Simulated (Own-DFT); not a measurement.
Simulation results for Si$_{3}$N$_{4}$ (beta silicon nitride, strained, atoms displaced)

All values are calculated (Own-DFT development build). A calculation, not a measurement: plane-wave PBE density functional theory by an unreviewed code, no spin, of a simulated periodic cell, stress positive in tension, free energy of the whole cell less one offset for each atom, forces on such cells moved up to 12 meV/angstrom on a denser k mesh; offsets are fitted by least squares, one for each functional and potential file, so energies compare only between cells with the same atoms and settings and are not formation energies; the far tail of each file's local potential was reset to the Coulomb form; each entry is a single point on an unrelaxed cell, so the pressure reflects the starting lattice, mostly measured values (interpolated for alloys), from which strain is counted, and rises with the displacements; printed positions are rounded, which can move forces by about a meV/angstrom; the program, named Own-DFT, is a retired in-house code; no spin-orbit coupling; before rounding, a Quantum ESPRESSO 7.3.1 run of the same cell and cutoff gave forces within 1 meV/angstrom rms on each cell, which checks the program and not the settings.

Settings shared by all entries: functional PBE; potential files PseudoDojo norm-conserving, scalar-relativistic, standard set; wave cutoff 42 hartree; occupations Fermi-Dirac; smearing width 0.1 eV; k mesh 2 x 2 x 4 centred on Gamma.

(1) 
```cif
# cell vector a (Å): 15.4360 -0.1305 -0.1745
# cell vector b (Å): -7.8310 13.2716 -0.0360
# cell vector c (Å): -0.0667 -0.0544 5.8712
data_Si3N4
_symmetry_space_group_name_H-M 'P 1'
_symmetry_Int_Tables_number 1
_cell_length_a 15.4375
_cell_length_b 15.4098
_cell_length_c 5.8718
_cell_angle_alpha 90.260
_cell_angle_beta 91.294
_cell_angle_gamma 121.023
_cell_volume 1196.52
loop_
_atom_site_label
_atom_site_type_symbol
_atom_site_fract_x
_atom_site_fract_y
_atom_site_fract_z
_atom_site_occupancy
Si1 Si 0.09403 0.39098 0.12292 1
Si2 Si 0.11252 0.19614 0.10230 1
Si3 Si 0.29838 0.41160 0.13648 1
Si4 Si 0.40873 0.11065 0.37183 1
Si5 Si 0.38488 0.30108 0.38106 1
Si6 Si 0.19787 0.08013 0.37570 1
N1 N 0.16973 0.01999 0.12126 1
N2 N 0.48549 0.15583 0.11206 1
N3 N 0.34775 0.32951 0.13032 1
N4 N 0.32933 0.48233 0.37030 1
N5 N 0.02037 0.36025 0.38393 1
N6 N 0.15296 0.16240 0.37008 1
N7 N 0.16635 0.33877 0.11289 1
N8 N 0.33292 0.16934 0.36756 1
Si7 Si 0.08074 0.38468 0.61651 1
Si8 Si 0.11354 0.19667 0.63881 1
Si9 Si 0.29714 0.41174 0.62680 1
Si10 Si 0.41728 0.11750 0.87090 1
Si11 Si 0.38617 0.29836 0.87483 1
Si12 Si 0.19542 0.08410 0.87020 1
N9 N 0.16666 0.01605 0.61605 1
N10 N 0.47879 0.14566 0.60822 1
N11 N 0.35118 0.33737 0.62194 1
N12 N 0.33025 0.47417 0.87345 1
N13 N 0.01504 0.35480 0.87992 1
N14 N 0.14559 0.16376 0.87493 1
N15 N 0.16063 0.33138 0.62900 1
N16 N 0.32825 0.16052 0.87264 1
Si13 Si 0.08857 0.88700 0.11371 1
Si14 Si 0.11663 0.69891 0.12660 1
Si15 Si 0.30176 0.91796 0.12064 1
Si16 Si 0.40941 0.61331 0.36926 1
Si17 Si 0.38368 0.80470 0.37226 1
Si18 Si 0.20391 0.58802 0.36203 1
N17 N 0.16358 0.52327 0.12334 1
N18 N 0.48617 0.65283 0.10852 1
N19 N 0.34105 0.83256 0.12243 1
N20 N 0.32906 0.98615 0.36514 1
N21 N 0.01112 0.84887 0.38820 1
N22 N 0.15043 0.66886 0.38235 1
N23 N 0.17393 0.83476 0.11315 1
N24 N 0.33568 0.66612 0.37702 1
Si19 Si 0.08695 0.87751 0.60253 1
Si20 Si 0.11546 0.70146 0.63055 1
Si21 Si 0.29471 0.91118 0.62279 1
Si22 Si 0.41356 0.62031 0.87129 1
Si23 Si 0.37887 0.79526 0.87267 1
Si24 Si 0.20691 0.58777 0.86745 1
N25 N 0.16702 0.51599 0.62804 1
N26 N 0.48766 0.64832 0.62232 1
N27 N 0.35546 0.83185 0.62571 1
N28 N 0.33526 0.98418 0.88270 1
N29 N 0.01847 0.85130 0.86922 1
N30 N 0.15205 0.67553 0.88376 1
N31 N 0.17276 0.83762 0.62566 1
N32 N 0.32978 0.67028 0.86973 1
Si25 Si 0.58728 0.38713 0.10857 1
Si26 Si 0.61959 0.20646 0.13465 1
Si27 Si 0.80180 0.41486 0.11918 1
Si28 Si 0.91319 0.11345 0.38144 1
Si29 Si 0.88723 0.29705 0.36795 1
Si30 Si 0.70010 0.08117 0.37861 1
N33 N 0.66212 0.01563 0.12507 1
N34 N 0.98152 0.15261 0.12501 1
N35 N 0.85244 0.33705 0.12128 1
N36 N 0.83992 0.48229 0.37145 1
N37 N 0.52159 0.35075 0.36540 1
N38 N 0.64606 0.16075 0.37982 1
N39 N 0.66536 0.33447 0.11685 1
N40 N 0.82942 0.16422 0.36063 1
Si31 Si 0.58383 0.38627 0.62280 1
Si32 Si 0.60902 0.19463 0.62016 1
Si33 Si 0.79620 0.41918 0.64122 1
Si34 Si 0.91529 0.11908 0.85821 1
Si35 Si 0.88105 0.29768 0.86518 1
Si36 Si 0.70237 0.09003 0.88122 1
N41 N 0.66912 0.01757 0.61268 1
N42 N 0.97665 0.14317 0.62772 1
N43 N 0.84659 0.32583 0.62745 1
N44 N 0.82859 0.48488 0.86891 1
N45 N 0.50922 0.34731 0.87295 1
N46 N 0.65349 0.17084 0.86350 1
N47 N 0.67018 0.33787 0.62829 1
N48 N 0.83397 0.16598 0.88192 1
Si37 Si 0.58967 0.88484 0.12295 1
Si38 Si 0.61805 0.69775 0.11665 1
Si39 Si 0.79520 0.91611 0.12203 1
Si40 Si 0.91210 0.61322 0.36121 1
Si41 Si 0.88005 0.79673 0.38286 1
Si42 Si 0.70088 0.58625 0.37725 1
N49 N 0.66354 0.51605 0.11944 1
N50 N 0.98413 0.65703 0.13045 1
N51 N 0.85050 0.83302 0.13052 1
N52 N 0.83837 0.98700 0.37260 1
N53 N 0.51649 0.85585 0.36496 1
N54 N 0.65088 0.66792 0.38374 1
N55 N 0.66855 0.83633 0.12379 1
N56 N 0.83515 0.66349 0.38657 1
Si43 Si 0.58208 0.87591 0.61059 1
Si44 Si 0.61340 0.70401 0.63295 1
Si45 Si 0.79818 0.91411 0.62113 1
Si46 Si 0.91620 0.61409 0.88331 1
Si47 Si 0.88455 0.79091 0.88482 1
Si48 Si 0.70466 0.58773 0.88556 1
N57 N 0.66370 0.51875 0.62755 1
N58 N 0.98557 0.64880 0.62634 1
N59 N 0.85284 0.83353 0.63241 1
N60 N 0.82813 0.98062 0.87904 1
N61 N 0.51232 0.84581 0.86755 1
N62 N 0.64520 0.65365 0.89142 1
N63 N 0.67781 0.83411 0.62706 1
N64 N 0.83105 0.66123 0.86146 1
_calc_free_energy_of_cell_above_offsets '-8.188'  # eV
_calc_pressure 1.83  # GPa
_calc_stress_xx 1.75  # GPa
_calc_stress_yy -1.19  # GPa
_calc_stress_zz -6.07  # GPa
_calc_stress_yz -3.83  # GPa
_calc_stress_xz -4.38  # GPa
_calc_stress_xy -4.1  # GPa
```

Force:
| element | x (eV/Å) | y (eV/Å) | z (eV/Å) |
| --- | --- | --- | --- |
| Si | -1.714 | -1.118 | 0.004 |
| Si | -2.666 | 3.016 | 6.717 |
| Si | -0.209 | -2.122 | -3.3 |
| Si | -2.305 | 3.493 | -2.953 |
| Si | 2.163 | -2.239 | -1.111 |
| Si | 1.506 | 4.083 | -0.603 |
| N | -0.972 | -2.714 | -0.765 |
| N | 1.497 | -0.284 | 2.627 |
| N | -1.105 | 1.61 | -1.027 |
| N | 0.601 | 1.522 | 2.153 |
| N | -2.618 | -1.654 | -5.644 |
| N | -2.696 | 0.631 | 0.54 |
| N | 1.794 | -2.238 | 0.589 |
| N | 0.813 | -1.128 | 0.63 |
| Si | 3.801 | 0.684 | 5.864 |
| Si | -1.833 | 2.805 | -5.7 |
| Si | -1.833 | -1.793 | -1.076 |
| Si | -3.059 | -0.688 | -1.07 |
| Si | -2.487 | -2.916 | 0.417 |
| Si | 2.882 | 0.692 | -0.24 |
| N | -0.6 | -2.523 | 1.532 |
| N | 1.959 | 0.711 | 2.885 |
| N | 0.096 | 0.108 | 0.774 |
| N | 0.225 | 4.669 | 1.689 |
| N | -0.073 | -0.088 | -0.947 |
| N | 2.654 | -2.109 | -0.974 |
| N | 0.96 | -0.928 | -0.463 |
| N | 0.149 | 1.918 | -0.346 |
| Si | 1.857 | -0.979 | 1.571 |
| Si | -1.882 | 3.339 | 1.465 |
| Si | -1.585 | -1.752 | -0.023 |
| Si | 1.184 | 0.894 | -0.679 |
| Si | 1.944 | -2.384 | -1.211 |
| Si | -0.369 | 1.802 | 4.172 |
| N | 0.4 | -1.698 | -2.117 |
| N | 0.016 | -0.339 | 2.734 |
| N | 2.596 | -0.331 | -0.009 |
| N | 0.908 | -1.726 | 2.023 |
| N | -0.156 | -0.181 | -5.049 |
| N | 1.511 | -1.432 | -0.338 |
| N | -3.272 | -0.533 | 0.852 |
| N | -0.976 | 1.345 | -0.423 |
| Si | 0.9 | 2.108 | 4.77 |
| Si | -0.836 | 1.2 | -0.255 |
| Si | 2.556 | 1.959 | 0.267 |
| Si | -0.729 | -1.947 | -1.124 |
| Si | 1.523 | 1.542 | 1.697 |
| Si | -3.13 | 0.188 | 0.775 |
| N | -0.186 | 0.307 | -1.819 |
| N | -2.624 | -0.584 | 0.044 |
| N | -3.868 | 2.601 | -1.066 |
| N | 0.821 | 1.135 | -2.867 |
| N | -0.561 | -0.648 | -0.841 |
| N | 3.198 | -3.071 | -1.803 |
| N | -2.269 | -2.974 | -0.575 |
| N | 3.02 | -1.391 | 0.279 |
| Si | 1.227 | -1.459 | 2.323 |
| Si | -0.998 | -0.318 | -1.718 |
| Si | -1.44 | -2.027 | 0.756 |
| Si | -2.465 | 1.464 | -3.538 |
| Si | -1.081 | -0.401 | 0.845 |
| Si | -0.377 | 3.083 | -1.481 |
| N | -0.08 | -0.444 | -0.997 |
| N | 1.668 | -0.101 | -0.442 |
| N | -0.179 | 0.045 | -0.362 |
| N | -0.216 | 0.784 | 0.793 |
| N | -2.463 | -0.281 | -0.033 |
| N | 0.323 | -0.256 | -1.015 |
| N | 1.046 | 1.077 | 0.135 |
| N | 1.873 | 0.639 | 0.645 |
| Si | 2.408 | -0.113 | -0.117 |
| Si | -0.084 | 3.13 | -0.134 |
| Si | 1.704 | -4.457 | -5.996 |
| Si | -3.672 | -2.123 | 5.401 |
| Si | 2.304 | -1.179 | 2.646 |
| Si | 0.783 | -0.245 | -1.569 |
| N | -0.506 | -3.181 | 3.687 |
| N | 4.168 | 1.961 | -1.097 |
| N | -2.297 | 2.656 | -2.918 |
| N | 1.277 | 2.711 | 4.328 |
| N | 2.349 | 1.417 | -1.447 |
| N | 0.173 | -1.234 | 2.574 |
| N | -2.296 | -2.007 | -0.131 |
| N | -0.316 | 0.412 | -0.609 |
| Si | -0.542 | -0.397 | -1.357 |
| Si | -1.839 | 2.114 | 3.155 |
| Si | 2.026 | -1.244 | 0.313 |
| Si | -0.754 | 0.241 | 3.234 |
| Si | 1.186 | -1.16 | 0.009 |
| Si | 0.385 | 0.852 | 0.584 |
| N | 0.241 | -0.152 | 1.327 |
| N | 2.076 | -0.167 | -0.667 |
| N | -0.901 | 0.479 | -0.761 |
| N | -0.15 | -1.736 | 0.589 |
| N | -0.809 | -1.113 | -0.802 |
| N | 0.206 | -0.772 | -0.75 |
| N | -0.524 | -2.205 | 0.107 |
| N | -1.548 | 0.33 | -0.923 |
| Si | 1.896 | 2.475 | 2.602 |
| Si | 3.451 | -0.456 | -0.333 |
| Si | 3.346 | 0.762 | 0.679 |
| Si | -1.835 | 1.182 | -2.715 |
| Si | -0.353 | 1.503 | -0.931 |
| Si | 0.238 | -0.705 | -1.984 |
| N | -0.178 | -1.161 | 0.211 |
| N | -0.164 | -0.244 | 0.245 |
| N | -1.332 | 0.765 | 0.436 |
| N | 0.917 | 2.667 | -1.6 |
| N | 0.505 | 0.218 | 0.058 |
| N | -1.194 | 1.764 | -2.873 |
| N | -5.784 | -2.213 | -0.236 |
| N | 1.677 | 0.971 | 1.202 |

(2) 
```cif
# cell vector a (Å): 15.3543 -0.1186 -0.2812
# cell vector b (Å): -7.7799 13.3468 0.2541
# cell vector c (Å): -0.1075 0.0501 5.9016
data_Si3N4
_symmetry_space_group_name_H-M 'P 1'
_symmetry_Int_Tables_number 1
_cell_length_a 15.3573
_cell_length_b 15.4508
_cell_length_c 5.9028
_cell_angle_alpha 88.112
_cell_angle_beta 92.096
_cell_angle_gamma 120.690
_cell_volume 1203.49
loop_
_atom_site_label
_atom_site_type_symbol
_atom_site_fract_x
_atom_site_fract_y
_atom_site_fract_z
_atom_site_occupancy
Si1 Si 0.08925 0.38678 0.12892 1
Si2 Si 0.11733 0.20398 0.12145 1
Si3 Si 0.29959 0.41716 0.11355 1
Si4 Si 0.41347 0.11207 0.38096 1
Si5 Si 0.38479 0.30278 0.39097 1
Si6 Si 0.20247 0.08713 0.37258 1
N1 N 0.16640 0.01436 0.12750 1
N2 N 0.48223 0.15049 0.12737 1
N3 N 0.34702 0.33206 0.11416 1
N4 N 0.33651 0.48822 0.38891 1
N5 N 0.01560 0.35183 0.36739 1
N6 N 0.15099 0.16888 0.38263 1
N7 N 0.16857 0.33663 0.13706 1
N8 N 0.33206 0.16696 0.37664 1
Si7 Si 0.08539 0.38060 0.62819 1
Si8 Si 0.10626 0.19357 0.61868 1
Si9 Si 0.29392 0.40778 0.62826 1
Si10 Si 0.41294 0.11511 0.87552 1
Si11 Si 0.39110 0.30611 0.86920 1
Si12 Si 0.20558 0.08356 0.86380 1
N9 N 0.16419 0.01167 0.61922 1
N10 N 0.48265 0.15114 0.61363 1
N11 N 0.35237 0.33252 0.61000 1
N12 N 0.34092 0.48662 0.87349 1
N13 N 0.01470 0.35275 0.87475 1
N14 N 0.15223 0.16955 0.85711 1
N15 N 0.17127 0.33203 0.63667 1
N16 N 0.33286 0.16625 0.87060 1
Si13 Si 0.08632 0.88773 0.12447 1
Si14 Si 0.11115 0.69911 0.12529 1
Si15 Si 0.29337 0.91740 0.13352 1
Si16 Si 0.41169 0.61767 0.37221 1
Si17 Si 0.38764 0.79425 0.37334 1
Si18 Si 0.20195 0.58386 0.37997 1
N17 N 0.16675 0.51966 0.12489 1
N18 N 0.48656 0.65156 0.13826 1
N19 N 0.35226 0.83811 0.12891 1
N20 N 0.33796 0.98174 0.36757 1
N21 N 0.01781 0.85168 0.38566 1
N22 N 0.15164 0.66837 0.37043 1
N23 N 0.16862 0.83044 0.12195 1
N24 N 0.32568 0.65936 0.37941 1
Si19 Si 0.08430 0.88400 0.64201 1
Si20 Si 0.11274 0.69934 0.61943 1
Si21 Si 0.29472 0.90817 0.63995 1
Si22 Si 0.41089 0.61207 0.87241 1
Si23 Si 0.38312 0.80080 0.89610 1
Si24 Si 0.19857 0.59204 0.87563 1
N25 N 0.16616 0.51600 0.61833 1
N26 N 0.48458 0.64809 0.61454 1
N27 N 0.35474 0.83749 0.62091 1
N28 N 0.33067 0.98518 0.88345 1
N29 N 0.01812 0.84827 0.86965 1
N30 N 0.15386 0.66872 0.87684 1
N31 N 0.16128 0.83016 0.63051 1
N32 N 0.33149 0.66378 0.87489 1
Si25 Si 0.58806 0.38542 0.13319 1
Si26 Si 0.61338 0.20203 0.13111 1
Si27 Si 0.80021 0.42157 0.13305 1
Si28 Si 0.91214 0.11259 0.36287 1
Si29 Si 0.88543 0.29816 0.37436 1
Si30 Si 0.70016 0.08626 0.36229 1
N33 N 0.66809 0.01679 0.14011 1
N34 N 0.99086 0.15430 0.12912 1
N35 N 0.84439 0.32772 0.11469 1
N36 N 0.82899 0.47861 0.36731 1
N37 N 0.51199 0.34628 0.37617 1
N38 N 0.65599 0.16742 0.36824 1
N39 N 0.66570 0.33781 0.13284 1
N40 N 0.82939 0.16125 0.38451 1
Si31 Si 0.58362 0.38206 0.61845 1
Si32 Si 0.60967 0.20011 0.61566 1
Si33 Si 0.80042 0.41529 0.61684 1
Si34 Si 0.91228 0.11800 0.86845 1
Si35 Si 0.88241 0.29856 0.87988 1
Si36 Si 0.69978 0.08088 0.87556 1
N41 N 0.66456 0.01334 0.61463 1
N42 N 0.98632 0.15567 0.63645 1
N43 N 0.84763 0.33723 0.63326 1
N44 N 0.83190 0.47757 0.87134 1
N45 N 0.51935 0.34955 0.87695 1
N46 N 0.64851 0.16596 0.88303 1
N47 N 0.65899 0.32641 0.63048 1
N48 N 0.82807 0.16654 0.86389 1
Si37 Si 0.58326 0.88216 0.13019 1
Si38 Si 0.61388 0.69769 0.12809 1
Si39 Si 0.79803 0.91386 0.14047 1
Si40 Si 0.91974 0.61865 0.37004 1
Si41 Si 0.87989 0.80091 0.38066 1
Si42 Si 0.70582 0.58279 0.37125 1
N49 N 0.66660 0.51965 0.12893 1
N50 N 0.98834 0.64629 0.12325 1
N51 N 0.84749 0.83145 0.12158 1
N52 N 0.83197 0.98162 0.37954 1
N53 N 0.51902 0.85196 0.36874 1
N54 N 0.64706 0.66262 0.37669 1
N55 N 0.66846 0.83126 0.12940 1
N56 N 0.82947 0.66229 0.37460 1
Si43 Si 0.59057 0.89016 0.60971 1
Si44 Si 0.61875 0.70679 0.62368 1
Si45 Si 0.79464 0.91358 0.62753 1
Si46 Si 0.90887 0.60987 0.88027 1
Si47 Si 0.88827 0.79532 0.88542 1
Si48 Si 0.70225 0.58699 0.86816 1
N57 N 0.66621 0.51442 0.62622 1
N58 N 0.98812 0.65271 0.62156 1
N59 N 0.84654 0.83691 0.62729 1
N60 N 0.82998 0.98648 0.87878 1
N61 N 0.51411 0.84908 0.86641 1
N62 N 0.65211 0.66714 0.88231 1
N63 N 0.66525 0.83601 0.63058 1
N64 N 0.83128 0.66208 0.86063 1
_calc_free_energy_of_cell_above_offsets '-10.449'  # eV
_calc_pressure -0.53  # GPa
_calc_stress_xx -0.18  # GPa
_calc_stress_yy 1.21  # GPa
_calc_stress_zz 0.55  # GPa
_calc_stress_yz 1.43  # GPa
_calc_stress_xz -4.23  # GPa
_calc_stress_xy -4.87  # GPa
```

Force:
| element | x (eV/Å) | y (eV/Å) | z (eV/Å) |
| --- | --- | --- | --- |
| Si | 0.272 | 0.497 | -0.843 |
| Si | 1.796 | 1.372 | -0.75 |
| Si | 0.321 | -1.034 | 3.264 |
| Si | -3.276 | 0.141 | -2.995 |
| Si | 1.92 | -3.81 | -6.706 |
| Si | 0.197 | 1.087 | 0.347 |
| N | -0.51 | 0.67 | -0.941 |
| N | 0.76 | 0.006 | 0.321 |
| N | -0.031 | 1.109 | 0.796 |
| N | 0.123 | -1.888 | -2.165 |
| N | 0.055 | -0.246 | 1.293 |
| N | 0.566 | -1.499 | -1.506 |
| N | -0.044 | -0.346 | -0.66 |
| N | 0.652 | -0.019 | 0.044 |
| Si | 1.252 | 1.102 | -0.061 |
| Si | 2.638 | 3.494 | 0.147 |
| Si | 1.722 | 2.351 | -1.09 |
| Si | -1.146 | 0.797 | -0.416 |
| Si | -0.193 | -3.001 | 1.327 |
| Si | -1.363 | 1.959 | 0.771 |
| N | -0.306 | 0.625 | 0.842 |
| N | 0.382 | -0.615 | 2.964 |
| N | -3.168 | 2.644 | 4.923 |
| N | -0.126 | -1.766 | -1.151 |
| N | 0.325 | -0.26 | 0.14 |
| N | 1.438 | -2.041 | 3.355 |
| N | -3.614 | -1.76 | -0.3 |
| N | 1.015 | 1.136 | -0.045 |
| Si | 2.102 | -1.662 | 2.06 |
| Si | 4.004 | 2.703 | -0.846 |
| Si | 1.986 | -2.447 | -1.206 |
| Si | 0.067 | -0.927 | 0.586 |
| Si | -2.174 | -0.117 | 1.147 |
| Si | -1.985 | 0.609 | -1.515 |
| N | -0.568 | -1.456 | 0.053 |
| N | -1.345 | -0.748 | -2.374 |
| N | -0.528 | 0.32 | 0.686 |
| N | -0.565 | 1.251 | 3.415 |
| N | -2.044 | -0.786 | -1.543 |
| N | 0.347 | -1.188 | 1.439 |
| N | -3.097 | 0.245 | 0.221 |
| N | 2.659 | 3.784 | -0.345 |
| Si | 3.098 | 0.063 | -4.197 |
| Si | 2.219 | 2.082 | 0.027 |
| Si | 0.008 | -0.026 | -1.854 |
| Si | 0.144 | 3.174 | -0.328 |
| Si | 1.449 | -1.71 | -3.463 |
| Si | 3.505 | -1.989 | -0.633 |
| N | -0.91 | -1.589 | 2.743 |
| N | 0.321 | 0.763 | 2.273 |
| N | -0.285 | -0.212 | 0.928 |
| N | 0.437 | -0.029 | -1.459 |
| N | -2.481 | -0.824 | 3.382 |
| N | -2.647 | 0.736 | -0.115 |
| N | 0.983 | 0.485 | 0.066 |
| N | -0.212 | 1.214 | 0.411 |
| Si | -0.293 | 0.179 | -0.445 |
| Si | 0.302 | 1.444 | -1.882 |
| Si | -0.04 | -6.599 | -3.95 |
| Si | -1.184 | 1.418 | 1.756 |
| Si | -1.178 | -1.449 | 0.301 |
| Si | 0.641 | 1.535 | 3.235 |
| N | -0.311 | -2.991 | -3.707 |
| N | -2.533 | -1.631 | -0.85 |
| N | -1.069 | 2.053 | 2.473 |
| N | 0.936 | 5.326 | 2.621 |
| N | 0.22 | 0.987 | -0.778 |
| N | -2.018 | 0.292 | 1.713 |
| N | 1.612 | -0.958 | 0.074 |
| N | 1.741 | 1.749 | -0.766 |
| Si | 1.847 | 0.138 | 1.778 |
| Si | 2.841 | 0.215 | 1.366 |
| Si | -2.276 | -3.348 | 1.576 |
| Si | -1.356 | 0.034 | 1.422 |
| Si | 0.389 | -1.095 | -0.873 |
| Si | -1.286 | 1.7 | -0.283 |
| N | -0.354 | 2.232 | 1.076 |
| N | -2.573 | -1.749 | -2.515 |
| N | 1.776 | -0.501 | -2.357 |
| N | 0.206 | 3.131 | -0.016 |
| N | -1.09 | 0.411 | -0.353 |
| N | 0 | -1.197 | -1.123 |
| N | 1.047 | 2.642 | -0.675 |
| N | 1.991 | 0.197 | 0.548 |
| Si | 2.765 | 0.205 | -2.99 |
| Si | -0.006 | 1.749 | -0.136 |
| Si | -0.847 | -1.454 | -3.133 |
| Si | -2.681 | -0.548 | 0.74 |
| Si | 2.163 | -1.646 | 0.478 |
| Si | -3.154 | 1.295 | 1.5 |
| N | -0.047 | -2.115 | -1.473 |
| N | -3.714 | -1.612 | -0.309 |
| N | 0.452 | 0.826 | -0.067 |
| N | 0.879 | 1.76 | -0.184 |
| N | -1.761 | -1.224 | 0.572 |
| N | 1.864 | -0.513 | 1.312 |
| N | -1.169 | 0.251 | 0.181 |
| N | 3.168 | 2.58 | -0.228 |
| Si | -0.436 | -2.768 | 3.023 |
| Si | -0.75 | -1.018 | -0.228 |
| Si | -0.375 | -0.17 | 1.792 |
| Si | 0.301 | 0.423 | -2.117 |
| Si | -2.32 | -0.419 | -1.417 |
| Si | -1.247 | -0.163 | 0.779 |
| N | -0.144 | -0.848 | -0.236 |
| N | -2.298 | -2.085 | 1.057 |
| N | 1.695 | -0.77 | 0.64 |
| N | 0.894 | 0.068 | 0.147 |
| N | 0.625 | 0.919 | 0.959 |
| N | 0.097 | -0.497 | -0.996 |
| N | 0.578 | -0.394 | -0.364 |
| N | 1.338 | 1.58 | 0.868 |
